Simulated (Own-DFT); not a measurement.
Simulation results for AlGa3N4 (wurtzite random alloy, strained, atoms displaced)

A calculation, not a measurement: plane-wave density functional theory by an unreviewed code, no spin, of a simulated periodic cell, stress positive in tension, run twice, with PBE and with PBEsol, both on files made for PBE, so the change isn't that of files made for PBEsol, forces on such cells passed a denser k mesh, this cell's mesh not checked; the far tail of each file's local potential was reset to the Coulomb form; each entry is a single point on an unrelaxed cell, so the pressure reflects the starting lattice, mostly measured values (interpolated for alloys), from which strain is counted, and rises with the displacements; printed positions are rounded, which can move forces by about a meV/angstrom; the program, named Own-DFT, is a retired in-house code; no spin-orbit coupling; stress was not checked against mesh or cutoff. Program: Own-DFT development build.

### AlGa3N4 (wurtzite random alloy, strained, atoms displaced)

```
cell vectors (Å)
   9.5330     0.0000     0.0000
  -4.7665     8.2558     0.0000
   0.0000     0.0000    10.2685
atoms (fractions of the cell vectors)
Ga  0.10857  0.22015  0.00060
Ga  0.22277  0.10670  0.25777
N   0.11079  0.22742  0.18654
N   0.23264  0.10875  0.44081
Ga  0.10876  0.22006  0.50208
Ga  0.21775  0.10509  0.75442
N   0.11033  0.21839  0.69342
N   0.22071  0.11105  0.94721
Ga  0.10876  0.54999  0.01184
Ga  0.21802  0.43471  0.25875
N   0.11508  0.55911  0.19045
N   0.23536  0.44817  0.43249
Ga  0.10397  0.54937  0.49814
Ga  0.22343  0.44031  0.74617
N   0.11563  0.55320  0.69382
N   0.21461  0.44182  0.94366
Ga  0.11814  0.90592  0.99664
Ga  0.22932  0.78299  0.25388
N   0.11576  0.88649  0.19580
N   0.22078  0.77135  0.43923
Ga  0.09979  0.87352  0.50676
Al  0.22172  0.77998  0.74900
N   0.12299  0.90039  0.68613
N   0.21139  0.76286  0.94732
Ga  0.43843  0.21079  0.99177
Ga  0.54300  0.10763  0.25425
N   0.44430  0.22108  0.19695
N   0.55381  0.11551  0.44115
Ga  0.44081  0.21671  0.49653
Ga  0.54542  0.10390  0.75352
N   0.44793  0.22604  0.68524
N   0.55136  0.11242  0.94863
Ga  0.43283  0.55383  0.99844
Ga  0.55825  0.44601  0.24981
N   0.44839  0.55047  0.18957
N   0.56061  0.44726  0.43890
Ga  0.44237  0.55595  0.50393
Al  0.55561  0.45670  0.74481
N   0.44245  0.56474  0.69197
N   0.56295  0.45046  0.93484
Al  0.45102  0.89164  0.99696
Ga  0.55409  0.78762  0.24829
N   0.44652  0.88941  0.19269
N   0.55854  0.76758  0.43966
Al  0.44379  0.88527  0.50421
Al  0.55632  0.77168  0.75264
N   0.44627  0.88551  0.68220
N   0.56994  0.78133  0.93500
Al  0.77756  0.21840  0.00720
Ga  0.88576  0.11375  0.24559
N   0.76970  0.22245  0.19283
N   0.87676  0.10150  0.44488
Ga  0.78088  0.22995  0.50028
Ga  0.88245  0.10946  0.75287
N   0.78404  0.22353  0.68771
N   0.88296  0.10754  0.93910
Al  0.77464  0.55380  0.99982
Al  0.88106  0.43606  0.25452
N   0.78111  0.55723  0.19022
N   0.88197  0.44485  0.44296
Ga  0.78461  0.56444  0.49563
Ga  0.89916  0.45805  0.75109
N   0.78588  0.56766  0.68296
N   0.90330  0.44956  0.93909
Al  0.76610  0.88149  0.00683
Ga  0.90079  0.78178  0.25295
N   0.78459  0.89334  0.19240
N   0.88158  0.77803  0.44419
Ga  0.77418  0.88282  0.49700
Ga  0.88111  0.78283  0.74589
N   0.77498  0.88457  0.68843
N   0.88295  0.77266  0.94476
```

It was run with functional PBE, then PBEsol, potential files PseudoDojo norm-conserving, scalar-relativistic, standard set, wave cutoff 42 hartree, occupations Fermi-Dirac, smearing width 0.1 eV and k mesh 4 x 4 x 3 centred on Gamma.

It finds PBE pressure 6.59 GPa; PBE stress xx -6.06 GPa; PBE stress yy -6.69 GPa; PBE stress zz -7.01 GPa; PBE stress yz -0.57 GPa; PBE stress xz -1.3 GPa; PBE stress xy 0.49 GPa; PBEsol pressure 1.72 GPa; PBEsol stress xx -1.16 GPa; PBEsol stress yy -1.8 GPa; PBEsol stress zz -2.2 GPa; PBEsol stress yz -0.56 GPa; PBEsol stress xz -1.27 GPa; PBEsol stress xy 0.47 GPa; rms change of force components from PBE to PBEsol 0.067 eV/Å.

Force:
| force element | PBE force x (eV/Å) | PBE force y (eV/Å) | PBE force z (eV/Å) | PBEsol force x (eV/Å) | PBEsol force y (eV/Å) | PBEsol force z (eV/Å) |
| --- | --- | --- | --- | --- | --- | --- |
| Ga | -0.818 | 0.404 | 0.059 | -0.792 | 0.404 | 0.064 |
| Ga | -0.577 | 0.672 | -0.918 | -0.539 | 0.651 | -0.882 |
| N | 0.337 | -1.631 | 0.726 | 0.317 | -1.586 | 0.711 |
| N | -3.073 | -1.265 | 0.401 | -2.997 | -1.221 | 0.368 |
| Ga | 0.428 | -0.534 | -0.297 | 0.426 | -0.525 | -0.273 |
| Ga | 0.557 | 2.061 | -0.495 | 0.531 | 2.004 | -0.509 |
| N | -0.131 | -0.08 | -0.325 | -0.126 | -0.068 | -0.321 |
| N | -0.337 | 1.691 | -1.904 | -0.32 | 1.634 | -1.871 |
| Ga | 0 | 0.266 | -0.861 | -0.003 | 0.274 | -0.859 |
| Ga | 0.355 | 1.804 | -2.937 | 0.36 | 1.767 | -2.867 |
| N | -0.783 | -1.216 | 2.563 | -0.668 | -1.138 | 2.45 |
| N | -2.086 | -1.25 | 3.06 | -2.043 | -1.23 | 2.983 |
| Ga | 1.105 | 0.163 | 0.435 | 1.069 | 0.17 | 0.432 |
| Ga | -0.734 | -0.051 | 1.475 | -0.739 | -0.047 | 1.436 |
| N | -0.241 | 1.667 | -1.277 | -0.244 | 1.485 | -1.297 |
| N | 0.897 | -0.342 | -1.311 | 0.89 | -0.328 | -1.269 |
| Ga | -0.141 | -5.051 | 1.632 | -0.139 | -4.94 | 1.604 |
| Ga | -0.292 | -1.352 | -0.542 | -0.293 | -1.326 | -0.527 |
| N | -0.161 | 1.009 | -1.094 | -0.165 | 0.996 | -1.053 |
| N | 0.485 | 0.661 | 1.136 | 0.349 | 0.572 | 1.056 |
| Ga | 0.796 | 1.638 | -1.482 | 0.771 | 1.618 | -1.437 |
| Al | 0.599 | -0.773 | 0.75 | 0.587 | -0.764 | 0.755 |
| N | -0.05 | -2.589 | 1.511 | -0.176 | -2.45 | 1.416 |
| N | 1.364 | 3.492 | -1.938 | 1.246 | 3.355 | -1.815 |
| Ga | -0.603 | 3.243 | 2.124 | -0.59 | 3.15 | 2.075 |
| Ga | 1.246 | 0.355 | 0.234 | 1.218 | 0.357 | 0.243 |
| N | -0.906 | 0.209 | -1.798 | -0.878 | 0.19 | -1.739 |
| N | 1.351 | -2.135 | 0.285 | 1.3 | -1.959 | 0.223 |
| Ga | 0.805 | 1.947 | 0.967 | 0.792 | 1.885 | 0.945 |
| Ga | 1.133 | 1.288 | -0.827 | 1.096 | 1.268 | -0.83 |
| N | -0.619 | 0.784 | 1.542 | -0.597 | 0.624 | 1.467 |
| N | 2.602 | -1.513 | -1.014 | 2.399 | -1.388 | -1.085 |
| Ga | 1.691 | -0.174 | 0.742 | 1.66 | -0.188 | 0.739 |
| Ga | 0.244 | 0.018 | 0.216 | 0.227 | 0.024 | 0.224 |
| N | -1.581 | 1.183 | -0.459 | -1.548 | 1.148 | -0.452 |
| N | -0.49 | -0.302 | 0.674 | -0.481 | -0.295 | 0.649 |
| Ga | 1.528 | -0.333 | -0.563 | 1.489 | -0.317 | -0.572 |
| Al | 1.416 | -1.187 | 0.335 | 1.404 | -1.19 | 0.316 |
| N | 1.317 | -0.916 | 0.13 | 1.148 | -1.02 | 0.002 |
| N | -0.664 | -0.812 | -0.591 | -0.793 | -0.87 | -0.507 |
| Al | -0.883 | -1.282 | 0.501 | -0.889 | -1.3 | 0.502 |
| Ga | 2.296 | -2.24 | 0.869 | 2.251 | -2.193 | 0.874 |
| N | -0.666 | 0.627 | -2.092 | -0.65 | 0.613 | -1.904 |
| N | -2.379 | 1.713 | -0.195 | -2.227 | 1.62 | -0.219 |
| Al | 0.377 | 0.358 | -1.461 | 0.383 | 0.365 | -1.491 |
| Al | -0.43 | 1.735 | -0.521 | -0.441 | 1.748 | -0.522 |
| N | -0.295 | -0.785 | 1.954 | -0.29 | -0.637 | 2.021 |
| N | -3.036 | -0.178 | 0.108 | -3.04 | -0.33 | 0.147 |
| Al | -0.224 | 1.228 | -1.019 | -0.222 | 1.231 | -1.029 |
| Ga | 0.399 | -0.043 | 1.103 | 0.39 | -0.065 | 1.089 |
| N | 0.389 | 0.313 | -0.664 | 0.386 | 0.14 | -0.558 |
| N | 0.978 | 1.704 | -1.157 | 0.959 | 1.675 | -1.133 |
| Ga | -0.518 | -1.678 | 0.591 | -0.512 | -1.637 | 0.592 |
| Ga | 0.419 | -0.126 | -0.381 | 0.421 | -0.108 | -0.375 |
| N | -1.551 | 0.513 | 0.716 | -1.504 | 0.492 | 0.689 |
| N | -0.429 | -0.669 | 1.447 | -0.293 | -0.605 | 1.311 |
| Al | 1.184 | 0.175 | 0.25 | 1.199 | 0.166 | 0.255 |
| Al | 0.239 | 1.573 | -0.714 | 0.252 | 1.574 | -0.687 |
| N | 0.887 | -0.5 | -0.388 | 0.749 | -0.419 | -0.281 |
| N | 1.32 | 0.229 | -1.759 | 1.297 | 0.225 | -1.57 |
| Ga | -1.364 | -1.534 | 0.636 | -1.327 | -1.493 | 0.636 |
| Ga | -0.711 | -1.452 | 0.339 | -0.657 | -1.419 | 0.33 |
| N | -0.789 | -1.22 | 0.898 | -0.669 | -1.116 | 0.835 |
| N | -3.041 | -1.87 | 0.784 | -2.862 | -1.762 | 0.695 |
| Al | 2.788 | 1.057 | -0.111 | 2.807 | 1.07 | -0.101 |
| Ga | -1.326 | -0.736 | -0.369 | -1.304 | -0.717 | -0.348 |
| N | -0.548 | -0.582 | -0.866 | -0.543 | -0.546 | -0.698 |
| N | 1.925 | 0.585 | -1.258 | 1.897 | 0.559 | -1.226 |
| Ga | -0.963 | 0.732 | 0.934 | -0.928 | 0.707 | 0.911 |
| Ga | 2.089 | -0.368 | 1.833 | 2.038 | -0.36 | 1.77 |
| N | -1.847 | 0.655 | -0.11 | -1.665 | 0.7 | -0.154 |
| N | -0.258 | 1.021 | -0.261 | -0.153 | 1.098 | -0.352 |
